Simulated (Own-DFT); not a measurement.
Simulation results for TiSi2 (C49 TiSi2 crystal, strained, atoms displaced)

A calculation, not a measurement: plane-wave density functional theory by an unreviewed code, no spin, of a simulated periodic cell, stress positive in tension, run twice, with PBE and with PBEsol, both on files made for PBE, so the change isn't that of files made for PBEsol, forces on such cells moved up to 12 meV/angstrom on a denser k mesh; the far tail of each file's local potential was reset to the Coulomb form; each entry is a single point on an unrelaxed cell, so the pressure reflects the starting lattice, taken from the Materials Project, from which strain is counted, and rises with the displacements; printed positions are rounded, which can move forces by about a meV/angstrom; the program, named Own-DFT, is a retired in-house code; no spin-orbit coupling; stress was not checked against mesh or cutoff. Program: Own-DFT development build.

Settings shared by all entries: functional PBE, then PBEsol; potential files PseudoDojo norm-conserving, scalar-relativistic, standard set; wave cutoff 42 hartree; occupations cold (Marzari-Vanderbilt); smearing width 0.2 eV; k mesh 4 x 4 x 4 centred on Gamma.

(1) 
```cif
# cell vector a (Å): 5.3457 -6.8171 3.5264
# cell vector b (Å): 7.0790 -0.0215 -7.0214
# cell vector c (Å): 5.2049 6.6546 3.4277
data_TiSi2
_symmetry_space_group_name_H-M 'P 1'
_symmetry_Int_Tables_number 1
_cell_length_a 9.3533
_cell_length_b 9.9706
_cell_length_c 9.1172
_cell_angle_alpha 82.010
_cell_angle_beta 93.667
_cell_angle_gamma 81.845
_cell_volume 830.45
loop_
_atom_site_label
_atom_site_type_symbol
_atom_site_fract_x
_atom_site_fract_y
_atom_site_fract_z
_atom_site_occupancy
Ti1 Ti 0.95278 0.92749 0.15625 1
Ti2 Ti 0.84369 0.87685 0.65114 1
Si1 Si 0.60699 0.93158 0.48740 1
Si2 Si 0.18738 0.87390 0.29958 1
Si3 Si 0.90250 0.02311 0.39770 1
Si4 Si 0.90213 0.76592 0.39997 1
Ti3 Ti 0.93874 0.42469 0.14826 1
Ti4 Ti 0.84672 0.38324 0.64964 1
Si5 Si 0.61393 0.42055 0.49624 1
Si6 Si 0.19499 0.37906 0.31404 1
Si7 Si 0.90462 0.52833 0.40130 1
Si8 Si 0.89727 0.28011 0.39660 1
Ti5 Ti 0.73344 0.72715 0.95609 1
Ti6 Ti 0.65635 0.67545 0.44084 1
Si9 Si 0.41577 0.71713 0.29274 1
Si10 Si 0.00287 0.67153 0.11296 1
Si11 Si 0.69607 0.82769 0.20123 1
Si12 Si 0.70761 0.57332 0.19697 1
Ti7 Ti 0.54178 0.03159 0.76088 1
Ti8 Ti 0.45429 0.97720 0.24516 1
Si13 Si 0.20378 0.02323 0.08919 1
Si14 Si 0.78385 0.98076 0.90771 1
Si15 Si 0.50336 0.12189 0.99889 1
Si16 Si 0.49709 0.88257 0.00115 1
Ti9 Ti 0.74737 0.22132 0.95928 1
Ti10 Ti 0.65491 0.18242 0.44727 1
Si17 Si 0.42068 0.22575 0.27754 1
Si18 Si 0.00387 0.17925 0.09894 1
Si19 Si 0.70038 0.32199 0.20760 1
Si20 Si 0.69864 0.07312 0.19508 1
Ti11 Ti 0.55344 0.53638 0.75395 1
Ti12 Ti 0.45563 0.47171 0.24315 1
Si21 Si 0.21591 0.52367 0.08665 1
Si22 Si 0.79675 0.47560 0.90511 1
Si23 Si 0.48900 0.62996 0.00434 1
Si24 Si 0.50484 0.36757 0.00112 1
Ti13 Ti 0.34464 0.82730 0.55806 1
Ti14 Ti 0.25857 0.77597 0.04976 1
Si25 Si 0.00062 0.82274 0.89463 1
Si26 Si 0.58140 0.76846 0.70470 1
Si27 Si 0.30026 0.92032 0.79127 1
Si28 Si 0.30428 0.67695 0.79379 1
Ti15 Ti 0.34373 0.31949 0.55263 1
Ti16 Ti 0.25693 0.27703 0.05429 1
Si29 Si 0.00577 0.31993 0.89535 1
Si30 Si 0.58554 0.28467 0.69576 1
Si31 Si 0.30085 0.42822 0.79575 1
Si32 Si 0.29327 0.17977 0.80186 1
Ti17 Ti 0.14918 0.62565 0.35189 1
Ti18 Ti 0.04378 0.56896 0.85659 1
Si33 Si 0.81255 0.61705 0.69993 1
Si34 Si 0.38902 0.56661 0.50441 1
Si35 Si 0.11220 0.71427 0.59472 1
Si36 Si 0.09766 0.47183 0.60420 1
Ti19 Ti 0.14235 0.12730 0.35174 1
Ti20 Ti 0.05564 0.06837 0.84843 1
Si37 Si 0.80999 0.12615 0.68786 1
Si38 Si 0.39292 0.06725 0.51433 1
Si39 Si 0.09894 0.22020 0.59163 1
Si40 Si 0.08578 0.97578 0.60302 1
_calc_PBE_pressure 7.48  # GPa
_calc_PBE_stress_xx -5.89  # GPa
_calc_PBE_stress_yy -5.91  # GPa
_calc_PBE_stress_zz -10.65  # GPa
_calc_PBE_stress_yz -2.69  # GPa
_calc_PBE_stress_xz -1.28  # GPa
_calc_PBE_stress_xy -2.58  # GPa
_calc_PBEsol_pressure 4.07  # GPa
_calc_PBEsol_stress_xx -2.38  # GPa
_calc_PBEsol_stress_yy -2.25  # GPa
_calc_PBEsol_stress_zz -7.57  # GPa
_calc_PBEsol_stress_yz -2.71  # GPa
_calc_PBEsol_stress_xz -1.29  # GPa
_calc_PBEsol_stress_xy -2.57  # GPa
_calc_rms_change_of_force_components_from_PBE_to_PBEsol 0.023  # eV/angstrom
```

Force:
```tsv
force element	PBE force x (eV/Å)	PBE force y (eV/Å)	PBE force z (eV/Å)	PBEsol force x (eV/Å)	PBEsol force y (eV/Å)	PBEsol force z (eV/Å)
Ti	-1.259	0.179	-0.669	-1.242	0.152	-0.667
Ti	-0.36	-0.805	0.509	-0.342	-0.784	0.498
Si	0.049	-0.21	1.068	0.053	-0.274	1.073
Si	1.247	0.295	1.278	1.224	0.349	1.288
Si	-0.195	0.393	-0.252	-0.203	0.383	-0.261
Si	0.829	0.175	-0.916	0.835	0.171	-0.926
Ti	1.262	-0.403	0.904	1.245	-0.42	0.899
Ti	-0.684	-0.912	1.509	-0.675	-0.882	1.488
Si	0.072	-1.253	-2.554	0.08	-1.334	-2.562
Si	-1.089	-0.36	0.062	-1.075	-0.315	0.074
Si	-0.775	0.08	0.27	-0.785	0.084	0.273
Si	0.102	0.062	0.463	0.099	0.056	0.463
Ti	0.454	-1.418	0.277	0.441	-1.432	0.281
Ti	0.471	0.934	0.65	0.473	0.94	0.654
Si	0.265	-0.021	-1.162	0.262	-0.079	-1.171
Si	-0.738	0.572	-0.881	-0.728	0.63	-0.861
Si	-0.044	-0.335	0.357	-0.058	-0.322	0.366
Si	-0.312	0.69	-0.375	-0.312	0.674	-0.381
Ti	-0.985	-1.265	-0.012	-0.979	-1.268	-0.009
Ti	-0.434	0.641	0.21	-0.427	0.636	0.21
Si	0.821	-1.03	0.384	0.807	-1.092	0.384
Si	0.008	0.02	1.052	0.005	0.074	1.046
Si	0.211	0.475	-0.758	0.202	0.467	-0.761
Si	-0.748	0.057	0.46	-0.752	0.054	0.461
Ti	0.044	-0.777	-1.026	0.043	-0.783	-1.016
Ti	-1.015	0.271	0.87	-0.999	0.287	0.856
Si	0.42	1.164	0.628	0.419	1.126	0.624
Si	-0.397	2.179	0.96	-0.389	2.258	0.974
Si	-0.287	-0.644	-0.617	-0.293	-0.634	-0.618
Si	0.745	0.222	0.372	0.754	0.212	0.363
Ti	-2.177	0.779	0.972	-2.16	0.75	0.963
Ti	0.476	0.592	0.279	0.469	0.609	0.278
Si	0.18	0.086	-0.095	0.178	0.028	-0.088
Si	-0.341	1.692	0.569	-0.335	1.753	0.58
Si	0.204	-0.968	0.672	0.209	-0.955	0.678
Si	0.35	-0.076	-0.769	0.363	-0.077	-0.773
Ti	-1.668	-1.137	-0.248	-1.653	-1.128	-0.23
Ti	-0.97	0.458	-0.493	-0.959	0.481	-0.488
Si	0.211	-0.258	-0.052	0.21	-0.314	-0.067
Si	1.914	-0.655	-0.72	1.892	-0.606	-0.706
Si	0.992	0.833	-0.394	0.995	0.824	-0.401
Si	0.053	0.84	0.426	0.065	0.817	0.424
Ti	0.259	-0.028	-0.159	0.265	-0.035	-0.162
Ti	-1.188	-0.439	-0.514	-1.18	-0.419	-0.513
Si	-0.005	-1.519	-1.125	-0.004	-1.581	-1.15
Si	0.696	1.516	2.558	0.68	1.581	2.572
Si	0.235	0.279	0.437	0.236	0.276	0.443
Si	-0.171	-0.119	0.419	-0.174	-0.122	0.428
Ti	0.084	0.107	0.341	0.086	0.104	0.338
Ti	0.679	-1.687	-0.164	0.662	-1.649	-0.159
Si	0.287	-0.66	-2.817	0.28	-0.713	-2.824
Si	0.913	0.129	0.146	0.894	0.188	0.151
Si	0.334	1.24	-0.863	0.335	1.21	-0.874
Si	-0.154	-0.041	0.154	-0.163	-0.038	0.161
Ti	0.157	-0.452	0.498	0.148	-0.454	0.49
Ti	-0.172	0.272	-0.844	-0.166	0.295	-0.84
Si	0.436	0.23	-0.224	0.432	0.179	-0.231
Si	0.053	0.044	-1.738	0.053	0.104	-1.751
Si	0.681	0.663	0.048	0.683	0.645	0.053
Si	-0.029	-0.697	0.64	-0.024	-0.684	0.655
```

(2) 
```cif
# cell vector a (Å): 5.1520 -6.5873 3.6205
# cell vector b (Å): 6.8715 0.1120 -7.0318
# cell vector c (Å): 5.3108 6.6826 3.5654
data_TiSi2
_symmetry_space_group_name_H-M 'P 1'
_symmetry_Int_Tables_number 1
_cell_length_a 9.1128
_cell_length_b 9.8324
_cell_length_c 9.2506
_cell_angle_alpha 82.310
_cell_angle_beta 92.550
_cell_angle_gamma 84.103
_cell_volume 815.64
loop_
_atom_site_label
_atom_site_type_symbol
_atom_site_fract_x
_atom_site_fract_y
_atom_site_fract_z
_atom_site_occupancy
Ti1 Ti 0.94867 0.92491 0.15311 1
Ti2 Ti 0.86120 0.87000 0.64500 1
Si1 Si 0.60647 0.92335 0.48762 1
Si2 Si 0.19780 0.87409 0.31054 1
Si3 Si 0.91155 0.01700 0.39818 1
Si4 Si 0.90145 0.77626 0.39179 1
Ti3 Ti 0.93876 0.42190 0.15975 1
Ti4 Ti 0.84723 0.37335 0.64169 1
Si5 Si 0.60451 0.43002 0.49489 1
Si6 Si 0.19135 0.37905 0.30536 1
Si7 Si 0.89968 0.51651 0.39457 1
Si8 Si 0.89310 0.27423 0.39783 1
Ti5 Ti 0.74469 0.71841 0.95610 1
Ti6 Ti 0.64836 0.66814 0.45327 1
Si9 Si 0.40147 0.72675 0.29264 1
Si10 Si 0.98892 0.67828 0.11047 1
Si11 Si 0.69590 0.82261 0.19690 1
Si12 Si 0.70168 0.57443 0.20531 1
Ti7 Ti 0.54585 0.01291 0.75339 1
Ti8 Ti 0.46181 0.97325 0.25009 1
Si13 Si 0.20909 0.02629 0.09174 1
Si14 Si 0.78500 0.98137 0.91330 1
Si15 Si 0.49627 0.11643 0.99905 1
Si16 Si 0.49715 0.87512 0.99090 1
Ti9 Ti 0.75045 0.21784 0.95611 1
Ti10 Ti 0.64036 0.17434 0.45352 1
Si17 Si 0.38823 0.22641 0.28172 1
Si18 Si 0.98767 0.17577 0.10222 1
Si19 Si 0.70711 0.32875 0.20565 1
Si20 Si 0.70323 0.06276 0.19974 1
Ti11 Ti 0.53837 0.52346 0.75595 1
Ti12 Ti 0.46501 0.47864 0.25087 1
Si21 Si 0.20580 0.51695 0.08504 1
Si22 Si 0.79429 0.48275 0.90751 1
Si23 Si 0.49387 0.62515 0.00425 1
Si24 Si 0.51049 0.37109 0.00186 1
Ti13 Ti 0.34721 0.82552 0.54685 1
Ti14 Ti 0.25137 0.76765 0.04044 1
Si25 Si 0.00303 0.82829 0.88728 1
Si26 Si 0.60460 0.77173 0.70730 1
Si27 Si 0.29087 0.93462 0.79024 1
Si28 Si 0.29682 0.68368 0.80175 1
Ti15 Ti 0.33486 0.32294 0.54498 1
Ti16 Ti 0.25673 0.27151 0.04294 1
Si29 Si 0.01137 0.32765 0.90243 1
Si30 Si 0.59550 0.27391 0.70007 1
Si31 Si 0.30127 0.42154 0.81669 1
Si32 Si 0.29894 0.18400 0.79756 1
Ti17 Ti 0.14840 0.61955 0.34644 1
Ti18 Ti 0.05428 0.57298 0.85245 1
Si33 Si 0.81138 0.61777 0.69680 1
Si34 Si 0.39985 0.57742 0.51006 1
Si35 Si 0.09307 0.71883 0.60392 1
Si36 Si 0.10069 0.46971 0.60090 1
Ti19 Ti 0.14705 0.12296 0.35601 1
Ti20 Ti 0.04816 0.07672 0.84978 1
Si37 Si 0.80893 0.12413 0.69371 1
Si38 Si 0.38678 0.07991 0.50582 1
Si39 Si 0.09641 0.22044 0.60098 1
Si40 Si 0.10277 0.97760 0.60169 1
_calc_PBE_pressure 10.03  # GPa
_calc_PBE_stress_xx -10.14  # GPa
_calc_PBE_stress_yy -10.42  # GPa
_calc_PBE_stress_zz -9.51  # GPa
_calc_PBE_stress_yz -1.2  # GPa
_calc_PBE_stress_xz 2.76  # GPa
_calc_PBE_stress_xy 3.01  # GPa
_calc_PBEsol_pressure 6.53  # GPa
_calc_PBEsol_stress_xx -6.53  # GPa
_calc_PBEsol_stress_yy -6.66  # GPa
_calc_PBEsol_stress_zz -6.4  # GPa
_calc_PBEsol_stress_yz -1.2  # GPa
_calc_PBEsol_stress_xz 2.78  # GPa
_calc_PBEsol_stress_xy 3  # GPa
_calc_rms_change_of_force_components_from_PBE_to_PBEsol 0.021  # eV/angstrom
```

Force:
```tsv
force element	PBE force x (eV/Å)	PBE force y (eV/Å)	PBE force z (eV/Å)	PBEsol force x (eV/Å)	PBEsol force y (eV/Å)	PBEsol force z (eV/Å)
Ti	-0.136	-0.385	0.009	-0.134	-0.387	0.001
Ti	-0.349	0.985	-0.872	-0.352	0.997	-0.86
Si	0.421	-0.045	0.477	0.408	-0.081	0.461
Si	-0.562	0.657	-0.853	-0.55	0.718	-0.855
Si	0.003	0.967	-0.766	0.015	0.946	-0.766
Si	-0.329	0.443	0.837	-0.335	0.436	0.842
Ti	0.566	-2.173	-0.33	0.565	-2.167	-0.331
Ti	0.912	0.348	0.613	0.892	0.367	0.604
Si	-0.864	-0.733	0.947	-0.855	-0.8	0.938
Si	-0.615	0.831	-0.071	-0.598	0.907	-0.074
Si	1.222	0.655	-0.207	1.228	0.644	-0.203
Si	0.016	0.125	1.128	0.022	0.122	1.136
Ti	0.969	-0.418	-1.038	0.962	-0.434	-1.034
Ti	1.197	-1.298	-0.796	1.172	-1.261	-0.791
Si	-0.034	-1.144	0.573	-0.036	-1.199	0.581
Si	-0.466	-0.193	0.46	-0.46	-0.155	0.465
Si	-0.067	0.109	0.357	-0.073	0.109	0.351
Si	-0.08	-0.238	-0.39	-0.099	-0.235	-0.395
Ti	0.891	-0.589	-1.411	0.889	-0.598	-1.404
Ti	-1.155	0.747	-0.842	-1.15	0.764	-0.836
Si	-0.43	-0.251	0.521	-0.426	-0.296	0.507
Si	-0.961	0.004	1.252	-0.944	0.052	1.25
Si	0.77	-0.258	-0.28	0.782	-0.252	-0.285
Si	-0.172	0.426	0.605	-0.187	0.414	0.605
Ti	0.464	0.021	-1.619	0.465	-0.005	-1.597
Ti	0.186	-1.528	-0.159	0.195	-1.489	-0.159
Si	1.513	-1.147	1.677	1.487	-1.197	1.682
Si	0.744	0.775	1.333	0.726	0.832	1.34
Si	-1.774	0.851	0.151	-1.773	0.84	0.145
Si	1.054	0.155	-0.911	1.055	0.152	-0.925
Ti	0.766	-0.987	0.385	0.768	-1.014	0.382
Ti	-1.893	1.33	-0.282	-1.875	1.343	-0.281
Si	1.021	-0.075	-0.208	1.006	-0.123	-0.225
Si	-1.146	1.072	1.636	-1.123	1.135	1.641
Si	-0.124	-0.439	0.269	-0.12	-0.43	0.276
Si	-0.038	0.294	0.062	-0.044	0.287	0.064
Ti	0.643	0.673	0.42	0.643	0.642	0.413
Ti	1.151	1.082	-0.664	1.135	1.09	-0.655
Si	0.097	0.097	0.578	0.092	0.047	0.575
Si	-0.744	0.789	-0.511	-0.735	0.842	-0.513
Si	0.36	0.23	1.062	0.381	0.226	1.072
Si	-0.711	-0.684	0.361	-0.712	-0.674	0.372
Ti	1.789	-0.485	0.249	1.766	-0.503	0.247
Ti	-0.076	0.9	0.03	-0.084	0.904	0.021
Si	-1.092	-0.719	-0.95	-1.077	-0.776	-0.951
Si	-0.147	1.413	0.353	-0.148	1.455	0.356
Si	-0.151	-0.837	-1.237	-0.133	-0.821	-1.248
Si	-0.596	-0.182	0.578	-0.601	-0.175	0.579
Ti	0.905	0.604	-0.202	0.896	0.578	-0.199
Ti	-0.229	-0.085	-0.662	-0.23	-0.064	-0.664
Si	-0.18	-1.154	-0.918	-0.183	-1.218	-0.921
Si	-1.064	1.327	-0.455	-1.046	1.373	-0.458
Si	0.19	-0.879	-0.025	0.2	-0.862	-0.039
Si	0.142	0.035	-0.228	0.137	0.03	-0.217
Ti	-0.448	-0.29	-0.784	-0.434	-0.305	-0.771
Ti	0.227	-0.483	0.103	0.22	-0.463	0.102
Si	-0.612	-0.46	0.063	-0.604	-0.513	0.07
Si	-0.179	-0.007	0.992	-0.171	0.031	0.991
Si	0.138	0.215	-0.552	0.143	0.208	-0.56
Si	-0.931	0.008	0.148	-0.957	0.008	0.148
```
